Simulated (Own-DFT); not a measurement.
SiC (4H silicon carbide, atoms displaced) (calculated)

All values are calculated (Own-DFT development build). A calculation, not a measurement: plane-wave PBE density functional theory by an unreviewed code, no spin, of a simulated periodic cell, stress positive in tension, free energy of the whole cell less one offset for each atom, forces on such cells passed a denser k mesh, this cell's mesh not checked; offsets are fitted by least squares, one for each functional and potential file, so energies compare only between cells with the same atoms and settings and are not formation energies; the far tail of each file's local potential was reset to the Coulomb form; each entry is a single point on an unrelaxed cell, so the pressure reflects the starting lattice, mostly measured values (interpolated for alloys), from which strain is counted, and rises with the displacements; printed positions are rounded, which can move forces by about a meV/angstrom; the program, named Own-DFT, is a retired in-house code; no spin-orbit coupling.

```xyz
72
Lattice="9.2481 0.0000 0.0000 -4.6241 8.0091 0.0000 0.0000 0.0000 10.0681" Properties=species:S:1:pos:R:3:force_x:R:1:force_y:R:1:force_z:R:1 formula=SiC functional=PBE potential_files=PseudoDojo_norm-conserving,scalar-relativistic,standard_set wave_cutoff=42 occupations=Fermi-Dirac smearing_width=0.1 hardware=one_NVIDIA_H100 k_mesh=4_x_4_x_3_centred_on_Gamma free_energy_of_cell_above_offsets=-2.424 pressure=6.36 stress_xx=-6.22 stress_yy=-5.41 stress_zz=-7.44 stress_yz=-0.83 stress_xz=0.14 stress_xy=1.77 wall_time=362
Si     4.6378     7.9104     4.1080     -1.447      1.562      1.089
Si     0.0462     1.6871     1.6893     -0.251      2.926     -4.055
C      0.0304     0.0059     0.9434     -0.483     -0.578      0.985
C     -0.0797     1.8414     3.4368      3.788     -2.726       1.87
Si    -1.4636     2.6768     4.0275     -3.201      1.068      1.364
Si    -1.6274     4.4035     1.5630      2.814     -0.095     -1.215
C     -1.4695     2.6395     0.9698     -1.676     -0.208     -0.143
C     -1.5515     4.5259     3.4184      0.506     -2.479     -0.229
Si    -2.9575     5.3417     4.0651     -3.926      0.123      1.849
Si    -3.0815     7.1130     1.3902       0.56      0.211      3.132
C     -3.0589     5.3680     0.9703     -0.937     -1.025     -1.337
C     -3.1110     7.0668     3.6012      1.476      1.136     -3.207
Si    -1.5375     7.9793     4.0885      0.382      0.164     -0.534
Si     3.0203     1.7452     1.5140      -0.17      1.095     -1.041
C     -1.4842     7.9065     0.8949     -1.971      2.704     -0.748
C      3.0067     1.7715     3.3649      1.559     -0.844      1.498
Si     1.6378     2.6623     4.1522     -2.665       0.92     -0.809
Si     1.5093     4.6259     1.6174      0.108     -3.216     -0.852
C      1.4938     2.6005     0.7711      0.493      1.007      3.801
C      1.5118     4.5279     3.5165     -0.722     -2.163     -0.921
Si    -0.0980     5.3486     4.0744      2.773     -0.054      0.612
Si    -0.0815     7.1381     1.5505      4.257     -1.772      0.931
C      0.0058     5.3739     0.8833     -1.234      0.297       0.96
C      0.1006     7.0350     3.4603     -2.988      1.986     -0.904
Si     1.5173     7.9824     4.0836      0.796      0.025       1.57
Si     6.0505     1.7081     1.7414      1.851      1.457     -5.966
C      6.3233     0.0244     0.9510     -3.887      0.244     -0.617
C      6.1084     1.7701     3.4439      1.014      0.169       3.98
Si     4.6198     2.7040     4.0780     -1.232     -0.937      0.698
Si     4.6542     4.4944     1.6127     -1.862      -0.58      0.005
C      4.5755     2.7005     0.9929      0.852     -0.928     -0.788
C      4.5442     4.4954     3.6113       4.67     -1.644     -3.384
Si     3.0783     5.2479     4.0217     -2.262      2.538      2.364
Si     3.1200     7.2161     1.6768      0.155     -2.677     -1.911
C      3.0426     5.3214     0.9015      1.886      1.404      1.184
C      3.0270     7.0264     3.4889      1.482      1.647      0.502
Si    -0.0065     0.0508     9.1925     -0.157      0.497     -2.448
Si     4.6462     6.1348     6.5558      -1.07      1.359      0.917
C     -4.5639     7.9573     6.0605     -2.876     -0.474     -1.992
C      4.6836     6.2917     8.4754     -0.571     -0.855      0.467
Si    -3.0721     5.3485     9.0986      0.393     -0.726     -0.283
Si     6.2215     3.5780     6.4444     -2.201     -0.886      2.435
C      6.1462     5.3326     5.9712      2.355      0.173      -0.56
C      6.1730     3.5326     8.4492      0.655      1.762     -0.426
Si    -1.5230     2.6897     9.0240     -0.052     -0.124      2.227
Si     7.6712     0.8876     6.6221      0.954     -0.153     -1.432
C     -1.5157     2.7368     5.9462      0.556       -1.5      -1.05
C      7.6350     0.9320     8.4156      1.471     -0.831        2.2
Si     1.5036     7.9699     9.0639      1.853      1.948      1.064
Si     1.5424     6.1053     6.5561      2.165      2.441      0.986
C      1.5972     7.9083     6.0254     -1.575      1.084     -1.004
C      1.6267     6.2077     8.5355      0.201      0.577     -2.085
Si     3.1478     5.3082     9.1041      0.471      0.572      0.605
Si     3.0608     3.6223     6.6777      0.374     -2.339     -2.518
C      3.0751     5.2608     5.9260      0.307      1.215      0.425
C      3.1316     3.5515     8.4460      0.457      0.698      1.865
Si     4.7074     2.6425     9.0775     -0.981      3.604       2.26
Si     4.5164     0.8170     6.6722       2.77      1.585     -3.415
C      4.5425     2.6444     5.9675      0.925     -0.278     -0.298
C      4.7331     1.0851     8.3927     -1.551     -6.127      2.308
Si    -1.4917     8.0038     9.0707      0.079      1.117      0.236
Si    -1.4921     6.2854     6.6850      -0.49     -2.301     -2.817
C     -1.5137     7.9307     5.9551      -1.45      1.642      0.468
C     -1.4691     6.2361     8.4496     -0.149      0.457      2.079
Si     0.1281     5.4752     9.1062     -2.306     -3.364      0.515
Si     0.0291     3.5983     6.6000     -1.073      0.354     -0.095
C      0.0757     5.3918     5.9295      -3.19     -1.581      0.376
C      0.0113     3.5826     8.4580      0.459      1.178      -0.02
Si     1.5838     2.7597     9.0497      -0.87     -1.147       0.35
Si     1.4593     0.8316     6.6231      2.651      1.417      1.126
C      1.4686     2.6686     6.0238      1.947     -0.839     -0.506
C      1.6100     0.9411     8.5860     -0.992      -0.91     -1.689
```

Units: wave_cutoff in hartree; smearing_width, free_energy_of_cell_above_offsets in eV; pressure, stress_xx, stress_yy, stress_zz, stress_yz, stress_xz, stress_xy in GPa; wall_time in s; force_x, force_y, force_z in eV/Å.
